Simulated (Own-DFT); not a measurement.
# A layer strained by its substrate: wurtzite AlN, 72 atoms (Al36N36)

Source: density functional calculations with Own-DFT, an unreviewed in-house program that is no longer used. Nothing was measured or relaxed, and spin and spin-orbit coupling are left out.

Common settings: PBE; PseudoDojo norm-conserving scalar-relativistic files; cutoff 42 hartree; 4 x 4 x 3 k mesh centred on Gamma; Gaussian smearing of 0.01 eV.

Caveats: k mesh not checked against a denser one; stress not checked against mesh or cutoff.

Unstrained cell vectors in Å: (9.336, 0.000, 0.000); (-4.668, 8.085, 0.000); (0.000, 0.000, 9.964). The unstrained cell has measured lattice constants (interpolated for alloys), not those of this functional. That, the random moves and any unrelaxed bonds set the pressure at no strain. Each run strains x and y alike by e, as a substrate would, and holds the height along z. Each atom got a random Gaussian move of width 0.05 Å along each axis. Stress is positive in tension.

```
e (%)  u (Å)  (s_xx + s_yy)/2 (GPa)  s_zz (GPa)
-2.75  0.048                 -24.08       -9.64
-2.50  0.048                 -22.26       -8.54
-2.25  0.052                 -19.90       -9.90
-0.75  0.053                      ?           ?
-0.25  0.047                  -6.30       -6.88
 0.75  0.052                  -1.78       -3.71
 1.25  0.047                   2.61       -5.63
 1.50  0.049                   2.65       -4.95
 1.75  0.047                   4.63       -5.45
 3.00  0.047                   9.41       -0.42
```

## What the rows give

With e as a fraction, the in-plane stress is -5.0 + 592 e - 3579 e² GPa (errors 10 and 672, scatter 0.59), and s_zz is -6.2 + 133 e GPa (slope ± 21, scatter 1.27). At e = 0 the first slope is C11 + C12 and the second 2 C13, both with the ions held to the strained lattice and at the cell's own pressure. The term in e² is negative: the layer stiffens under compression and softens under tension. A free layer would change its height as e changes, and the in-plane slope would drop by 2 C13²/C33 to the biaxial modulus. At fixed height, a misfit of 1 % moves the in-plane stress by about 5.9 GPa and s_zz by 1.3 GPa.

## Check

Question: what are the two stresses at e = -0.75 %?

The fit gives -9.7 and -7.2 GPa. Computed: -10.89 and -6.74 GPa.
